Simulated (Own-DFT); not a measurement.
Simulation results for Hf36O71 (tetragonal hafnia with one neutral oxygen vacancy, atoms displaced)

All values are calculated (Own-DFT development build). A calculation, not a measurement: plane-wave PBE and HSE06 DFT by an unreviewed code, no spin, of a simulated cell at Gamma alone, so results move with cell size and shape, stress positive in tension, energies less offsets, not probed for a lower state with spin; hafnium file: forces about 75 meV/angstrom off all-electron values; oxygen file: force components 24 meV/angstrom off all-electron in a glass; k mesh not checked against a denser one; forces and stress are PBE's, HSE06 gives the energy alone, and its difference from PBE has offsets of its own; offsets are fitted by least squares, one for each functional and potential file, so energies compare only between cells with the same atoms and settings and are not formation energies; the far tail of each file's local potential was reset to the Coulomb form; each entry is a single point on an unrelaxed cell, so the pressure reflects the starting lattice, taken from the Materials Project, from which strain is counted, and rises with the displacements; printed positions are rounded, which can move forces by about a meV/angstrom; the program is a retired in-house code; no spin-orbit coupling.

Common to all runs: first functional PBE; second functional HSE06; exact exchange share 0.25; screening 0.11 1/bohr; exchange divergence Gygi-Baldereschi; potential files PseudoDojo norm-conserving, scalar-relativistic, made for PBE, standard set; wave cutoff 48 hartree; occupations fixed; k mesh 1 x 1 x 1 centred on Gamma.

(1) Hf36O71 (tetragonal hafnia with one neutral oxygen vacancy, atoms displaced)

```xyz
107
Lattice="10.7800 0.0000 0.0000 0.0000 10.7800 0.0000 0.0000 0.0000 10.4493" Properties=species:S:1:pos:R:3 Hf36O71
Hf     0.0558     0.0913    10.4366
Hf     1.8272     1.8308     2.6336
O      0.0561     1.8589     1.5711
O     10.7433     1.7822     4.1488
O      1.7056     0.0225     0.9563
Hf    10.7618    10.7340     5.2947
Hf     1.7645     1.7998     7.8431
O     10.7001     1.7619     6.7773
O      1.7389    10.7679     8.7943
O      0.0062     1.7425     9.3315
O      1.8032    10.7117     6.2327
Hf     0.0894     3.5922    10.3738
Hf     1.8225     5.3762     2.5545
O     10.7297     5.4387     1.5585
O      1.7888     3.5988     3.6183
O     10.7170     5.3839     4.2111
O      1.7853     3.6952     0.9161
Hf     0.0158     3.5529     5.2650
Hf     1.7990     5.5156     7.8529
O      0.0627     5.3942     6.7756
O      1.8138     3.5986     8.8063
O      0.0148     5.3939     9.4880
O      1.7952     3.5844     6.2111
Hf    10.7546     7.1778     0.0171
Hf     1.7926     9.0046     2.5723
O     10.7637     8.9644     1.6078
O      1.7864     7.2040     3.7014
O     10.7621     8.9807     4.3060
O      1.7733     7.2237     1.0261
Hf     0.0694     7.2439     5.2148
Hf     1.8236     8.9685     7.8235
O     10.7702     9.0243     6.7889
O      1.8272     7.1685     8.8646
O     10.7604     8.9538     9.4603
O      1.7865     7.3174     6.2846
Hf     3.5302     0.0955     0.1067
Hf     5.3367     1.7368     2.5914
O      3.6219     1.7409     1.5661
O      5.4187    10.7001     3.6399
O      3.6083     1.7286     4.1627
O      5.3887     0.0137     1.0064
Hf     3.6498    10.7749     5.2150
Hf     5.3783     1.7631     7.9060
O      3.6431     1.7504     6.8914
O      5.4030    10.7658     8.8531
O      3.6869     1.8106     9.4170
O      5.3930    10.6964     6.2573
Hf     3.5940     3.6179    10.4248
Hf     5.3808     5.4638     2.6034
O      3.6080     5.4558     1.6734
O      5.3909     3.6064     3.7393
O      3.6457     5.3573     4.1795
O      5.4310     3.5834     1.0570
Hf     3.5160     3.5975     5.1894
Hf     5.3385     5.3517     7.7819
O      3.4499     5.3268     6.7688
O      5.3790     3.6913     8.8748
O      3.6894     5.4235     9.4891
O      5.2591     3.6483     6.2526
Hf     3.6152     7.1997    10.3498
Hf     5.3816     8.9891     2.6675
O      3.5242     8.8946     1.6546
O      5.4311     7.0621     3.6205
O      3.5506     8.9374     4.2065
O      5.4034     7.2273     0.9870
Hf     3.6147     7.2144     5.2976
Hf     5.4612     8.9903     7.9079
O      3.6561     9.0468     6.8324
O      5.3476     7.1740     8.8033
O      3.5903     8.8633     9.4433
O      5.3619     7.1611     6.2541
Hf     7.1542    10.7748    10.4133
Hf     8.9933     1.7751     2.5734
O      7.1649     1.7584     1.6296
O      8.9988    10.7022     3.6504
O      7.1443     1.8402     4.1561
O      9.0019    10.7415     1.1031
Hf     7.1513    10.7189     5.2374
Hf     9.0017     1.7471     7.8551
O      7.1160     1.7648     6.8040
O      8.9831     0.0033     8.8370
O      7.1944     1.8205     9.4983
O      9.0098    10.7796     6.1282
Hf     7.1586     3.5855     0.0771
Hf     8.9927     5.3841     2.6800
O      7.2476     5.4182     1.5256
O      9.0040     3.5571     3.6379
O      7.0899     5.3234     4.2295
O      8.9211     3.6102     1.0575
Hf     7.0923     3.5916     5.2066
Hf     9.0096     5.4489     7.7595
O      7.1940     5.3068     6.8789
O      8.9642     3.6745     8.8452
O      7.1059     5.3846     9.3558
O      8.9450     3.6844     6.2401
Hf     7.1658     7.1374     0.0483
Hf     8.9432     8.9652     2.5832
O      7.2010     9.0263     1.6096
O      8.9760     7.2389     3.5991
O      7.2351     9.0088     4.1955
O      8.9786     7.2164     1.0918
Hf     7.1335     7.1814     5.2324
Hf     9.0079     8.9895     7.8164
O      7.2581     9.0234     6.8459
O      9.0430     7.1729     8.8792
O      7.0653     9.0362     9.4051
O      9.0079     7.2166     6.2335
```

Results for Hf36O71 (tetragonal hafnia with one neutral oxygen vacancy, atoms displaced): PBE energy of cell above offsets -97.575 eV; HSE06 less PBE above offsets 0.000 eV; PBE pressure 2.27 GPa; PBE stress xx -2.2 GPa; PBE stress yy -1.72 GPa; PBE stress zz -2.89 GPa; PBE stress yz -0.19 GPa; PBE stress xz -0.18 GPa; PBE stress xy 0.2 GPa.

Force:
```csv
element,x (eV/Å),y (eV/Å),z (eV/Å)
Hf,-3.121,-2.413,-0.1
Hf,-1.23,-1.244,0.771
O,0.108,-0.017,-0.662
O,1.138,-0.391,0.489
O,2.386,0.021,1.322
Hf,0.382,0.716,-1.985
Hf,0.329,-0.091,-1.436
O,1.451,0.335,0.242
O,0.677,0.438,0.845
O,0.167,1.558,0.129
O,0.635,0.594,-0.552
Hf,-3.073,0.582,0.285
Hf,-1.374,1.687,0.843
O,0.787,-0.519,0.666
O,0.334,-0.103,-0.356
O,0.3,0.037,0.125
O,1.462,-0.132,1.057
Hf,-1.983,0.653,-1.012
Hf,-1.18,-1.931,-0.535
O,0.212,0.304,0.653
O,0.034,0.039,0.483
O,0.535,-0.144,-0.998
O,-0.492,-1.25,0.432
Hf,-0.562,0.386,1.087
Hf,-1.281,-0.917,1.204
O,0.706,0.138,0.356
O,-0.107,-0.579,-0.741
O,0.825,0.619,-1.225
O,0.519,-0.571,-0.371
Hf,-0.901,-1.417,-0.62
Hf,0.038,0.306,-0.315
O,0.163,-0.07,0.983
O,-0.027,0.868,0.366
O,0.372,1.058,-0.359
O,0.916,-0.273,0.555
Hf,1.222,-1.355,-1.436
Hf,2.584,1.455,1.435
O,-1.67,0.228,-0.61
O,-0.359,0.992,0.318
O,-0.51,0.617,0.011
O,-1.049,-0.316,0.383
Hf,-0.933,-0.783,0.739
Hf,0.566,1.315,-0.579
O,-1.222,-0.277,-0.633
O,-0.332,0.423,0.672
O,-0.857,-0.265,0.942
O,0.258,0.193,-0.166
Hf,1.526,0.564,-0.322
Hf,0.869,-3.192,-0.241
O,-0.185,-0.543,-1.195
O,-0.6,-0.756,-1.815
O,-0.627,0.946,0.602
O,-1.986,-0.194,0.267
Hf,1.476,0.371,-0.193
Hf,1,-0.046,0.449
O,1.085,1.048,0.249
O,-0.485,-2.178,0.102
O,-0.831,-1.25,-0.885
O,0.809,0.039,0.352
Hf,-0.336,-0.492,2.618
Hf,0.176,-1.283,-1.316
O,1.602,1.105,-0.616
O,0.105,3.864,1.2
O,0.581,0.633,0.261
O,-0.426,-0.088,0.508
Hf,-1.414,-0.726,-1.188
Hf,-0.425,-0.214,-0.599
O,-0.562,-0.701,0.24
O,0.073,0.049,0.064
O,-0.233,3.774,-0.638
O,0.773,0.091,-0.09
Hf,1.106,0.206,1.213
Hf,-0.171,-0.255,1.029
O,-0.353,-0.137,-0.299
O,-0.203,1.269,-0.328
O,-0.025,-1.501,0.665
O,0.125,0.876,-1.745
Hf,1.088,1.907,-0.577
Hf,-1.59,2.13,-0.487
O,0.744,-0.007,0.603
O,-0.291,-0.34,0.145
O,-0.211,-0.474,-0.669
O,-1.698,0.109,1.977
Hf,1.298,1.269,-1.216
Hf,0.627,-0.338,-0.429
O,-1.183,0.388,0.683
O,-0.179,0.242,-0.163
O,0.94,1.806,-0.207
O,1.356,-0.672,-0.447
Hf,0.276,-0.887,0.599
Hf,-0.426,-1.293,0.585
O,-0.863,0.972,-1.041
O,0.69,-1.369,-0.248
O,0.22,0.723,1.323
O,0.778,-0.555,-0.345
Hf,1.07,-0.633,-0.869
Hf,1.032,0.758,0.046
O,-1.624,-0.095,-0.29
O,-0.454,-1.295,0.99
O,-1.234,-1.613,0.379
O,-0.444,0.115,-1.161
Hf,1.59,-0.573,-0.42
Hf,0.882,-0.843,0.706
O,-1.118,-0.35,-0.639
O,-0.516,0.727,-0.28
O,0.715,-1.289,0.427
O,-0.764,-0.302,-0.029
```

(2) Hf36O71 (tetragonal hafnia with one neutral oxygen vacancy, atoms displaced)

```xyz
107
Lattice="10.7800 0.0000 0.0000 0.0000 10.7800 0.0000 0.0000 0.0000 10.4493" Properties=species:S:1:pos:R:3 Hf36O71
Hf    10.7743     0.0458     0.0388
Hf     1.7866     1.8749     2.5316
O     10.7290     1.5852     1.6165
O      1.6856    10.6743     3.6116
O     10.7125     1.7099     4.1908
O      1.7808     0.0212     1.0186
Hf    10.7630     0.0313     5.3452
Hf     1.7947     1.8115     7.9043
O     10.7415     1.8379     6.7944
O      1.7748    10.7620     8.8997
O      0.0179     1.8991     9.4291
O      1.8468     0.0574     6.2246
Hf     0.0669     3.5936     0.0468
Hf     1.7231     5.4072     2.6135
O     10.7537     5.3873     1.6448
O      1.8000     3.6359     3.6472
O     10.7566     5.4290     4.0895
O      1.7720     3.6404     1.0242
Hf    10.7785     3.6864     5.1868
Hf     1.8439     5.4258     7.8165
O      0.0694     5.4366     6.7755
O      1.8710     3.7171     8.9433
O      0.0474     5.2955     9.3572
O      1.8876     3.5343     6.2656
Hf    10.7390     7.1138    10.4404
Hf     1.7126     8.9795     2.6498
O     10.7710     8.9920     1.5840
O      1.8380     7.1608     3.7013
O     10.7419     9.0281     4.1744
O      1.7621     7.2002     1.0273
Hf     0.0267     7.1622     5.1857
Hf     1.8462     8.9850     7.8946
O     10.7244     8.9700     6.8250
O      1.7846     7.2698     8.8672
O      0.0001     9.0310     9.3648
O      1.8664     7.1035     6.2298
Hf     3.6001    10.7474     0.0151
Hf     5.2864     1.7712     2.6900
O      3.5977     1.8011     1.6605
O      5.4333     0.0509     3.7017
O      3.5283     1.7767     4.1830
O      5.4274    10.7720     1.0286
Hf     3.5550    10.7315     5.1918
Hf     5.3152     1.8116     7.7220
O      3.5162     1.7471     6.8401
O      5.3623    10.7437     8.9737
O      3.5634     1.7120     9.3860
O      5.4326    10.7078     6.2475
Hf     3.5732     3.5235    10.4402
Hf     5.3889     5.4438     2.6297
O      3.6071     5.3935     1.6196
O      5.4973     3.6635     3.5677
O      3.5711     5.4580     4.1802
O      5.3944     3.6205     1.0191
Hf     3.5930     3.6165     5.1594
Hf     5.3588     5.4259     7.7866
O      3.5786     5.3682     6.8082
O      5.4474     3.6788     8.9243
O      3.6224     5.3633     9.4014
O      5.3637     3.6591     6.2545
Hf     3.5880     7.1753     0.0675
Hf     5.4162     8.8552     2.6309
O      3.6309     8.9570     1.6742
O      5.3853     7.1530     3.5938
O      3.5522     8.9800     4.2119
O      5.3921     7.1591     1.0728
Hf     3.6478     7.2353     5.1982
Hf     5.3718     8.9230     7.8185
O      3.5726     8.9451     6.7920
O      5.3845     7.1230     8.9133
O      3.6394     8.9637     9.3250
O      5.3705     7.1964     6.2579
Hf     7.1688    10.7791     0.0062
Hf     8.9451     1.8023     2.5566
O      7.1866     1.8671     1.5843
O      8.9543    10.7360     3.5486
O      7.1405     1.8768     4.2332
O      8.9368    10.7721     1.0660
Hf     7.2081    10.6956     5.2024
Hf     9.0154     1.7964     7.8538
O      7.1828     1.7235     6.8233
O      8.9361     0.0356     8.8779
O      9.0423     0.0531     6.3504
Hf     7.1934     3.5310    10.4390
Hf     8.9932     5.5057     2.5978
O      7.2390     5.4604     1.4689
O      9.0171     3.6323     3.6680
O      7.2778     5.4081     4.2285
O      8.9659     3.6153     1.0645
Hf     7.1454     3.5927     5.3073
Hf     8.9389     5.3656     7.9181
O      7.1299     5.3860     6.8035
O      9.0439     3.5962     8.9446
O      7.1951     5.3517     9.3832
O      8.8945     3.5379     6.1382
Hf     7.2443     7.1481     0.0071
Hf     8.9567     8.9788     2.6285
O      7.1450     8.9735     1.5332
O      8.9429     7.1441     3.6552
O      7.1008     8.9316     4.2111
O      8.9257     7.1843     0.9886
Hf     7.1255     7.1779     5.3061
Hf     8.9874     9.0919     7.8451
O      7.1260     9.0286     6.7855
O      8.9116     7.1799     8.8889
O      7.1493     8.9868     9.5203
O      8.9712     7.1550     6.2414
```

The calculation gives: PBE energy of cell above offsets -96.977 eV; HSE06 less PBE above offsets 0.100 eV; PBE pressure 1.16 GPa; PBE stress xx -2.09 GPa; PBE stress yy -0.24 GPa; PBE stress zz -1.16 GPa; PBE stress yz -0.57 GPa; PBE stress xz -0.32 GPa; PBE stress xy -0.06 GPa.

Force:
```csv
element,x (eV/Å),y (eV/Å),z (eV/Å)
Hf,-0.546,-0.784,-0.147
Hf,-1.079,-1.988,1.883
O,1.265,1.499,-0.566
O,1.134,2.246,0.157
O,0.623,1.546,0.467
O,0.756,0.005,-0.078
Hf,1.102,-0.046,-1.821
Hf,-0.334,0.544,-0.511
O,1.31,0.029,0.602
O,-0.101,0.52,-0.326
O,0.54,-1.48,0.039
O,-1.202,-0.394,0.654
Hf,-2.811,0.627,-0.98
Hf,1.779,0.922,0.358
O,0.479,0.438,-1.892
O,-0.319,-0.468,-0.217
O,0.618,-0.077,0.96
O,0.712,-0.998,1.371
Hf,-1.006,-1.589,-0.015
Hf,-0.087,0.421,0.166
O,-1.155,-0.862,-0.298
O,-0.065,-2.26,-0.563
O,-0.459,1.676,1.016
O,-1.143,0.364,-0.34
Hf,0.349,1.275,-0.873
Hf,0.508,-0.395,-0.261
O,-0.668,-0.289,-0.335
O,-0.799,0.54,-0.802
O,-0.15,-1.256,0.681
O,-0.223,-0.442,-0.098
Hf,-0.248,0.814,1.016
Hf,-0.995,0.278,-0.645
O,1.275,0.065,-0.22
O,-0.154,-1.623,0.366
O,-0.653,-0.723,1.111
O,-0.702,0.677,-0.066
Hf,1.229,-0.826,-0.318
Hf,3.05,0.724,-0.324
O,-1.106,0.194,-1.543
O,-0.308,-1.284,-0.325
O,0.246,0.381,-0.024
O,-1.314,0.521,0.62
Hf,0.89,0.407,0.347
Hf,1.384,-0.501,1.924
O,1.109,0.115,-0.476
O,0.353,0.694,-1.804
O,-0.252,1.219,0.686
O,-1.383,0.544,0.029
Hf,2.01,1.496,-0.6
Hf,0.897,-1.715,-1.943
O,-1.078,0.115,-0.207
O,-1.289,-0.836,0.907
O,0.507,-1.2,0.368
O,-0.658,-0.29,-0.414
Hf,-0.31,0.683,0.482
Hf,-0.025,-0.893,1.852
O,0.577,0.081,-0.459
O,-0.449,-1.958,-1.301
O,-0.435,0.772,0.935
O,-0.993,-1.058,0.218
Hf,0.735,-0.61,-0.701
Hf,0.451,2.32,-1.177
O,-1.031,0.063,-0.922
O,-0.129,0.346,2.045
O,0.615,0.045,-0.214
O,-0.364,0.349,-0.251
Hf,-1.882,-0.682,0.308
Hf,-0.196,1.068,1.537
O,0.358,0.242,-0.217
O,0.02,0.954,-0.758
O,-0.584,0.04,1.436
O,-0.089,0.045,0.517
Hf,-0.399,0.585,-0.09
Hf,-0.58,0.921,1.537
O,-0.939,-0.397,-0.213
O,-0.984,0.356,1.468
O,0.329,-1.617,0.158
O,0.339,-0.243,-0.881
Hf,-0.521,1.885,-0.007
Hf,-1.233,0.693,-0.072
O,-0.43,0.485,0.922
O,0.06,0.429,0.437
O,-1.421,-0.707,-0.516
Hf,-0.586,0.07,0.222
Hf,-2.151,-2.787,0.449
O,-0.759,-0.068,1.487
O,0.677,-0.113,-0.965
O,-0.918,0.315,0.113
O,1.367,-0.527,-0.485
Hf,0.231,0.361,-2.467
Hf,-0.309,0.51,-0.67
O,0.836,0.249,0.21
O,-0.773,-0.315,-1.149
O,0.855,0.272,-0.112
O,2.377,0.524,2.07
Hf,-2.06,-0.437,-0.896
Hf,0.074,0.151,-0.654
O,0.553,-0.333,1.399
O,0.508,2.129,0.002
O,0.299,-0.082,-0.276
O,2.679,0.198,0.936
Hf,2.362,-1.098,-0.794
Hf,-0.059,-1.488,0.232
O,1.473,-0.336,0.341
O,0.775,0.145,-0.277
O,0.342,-0.184,-1.369
O,-0.123,0.075,-0.111
```
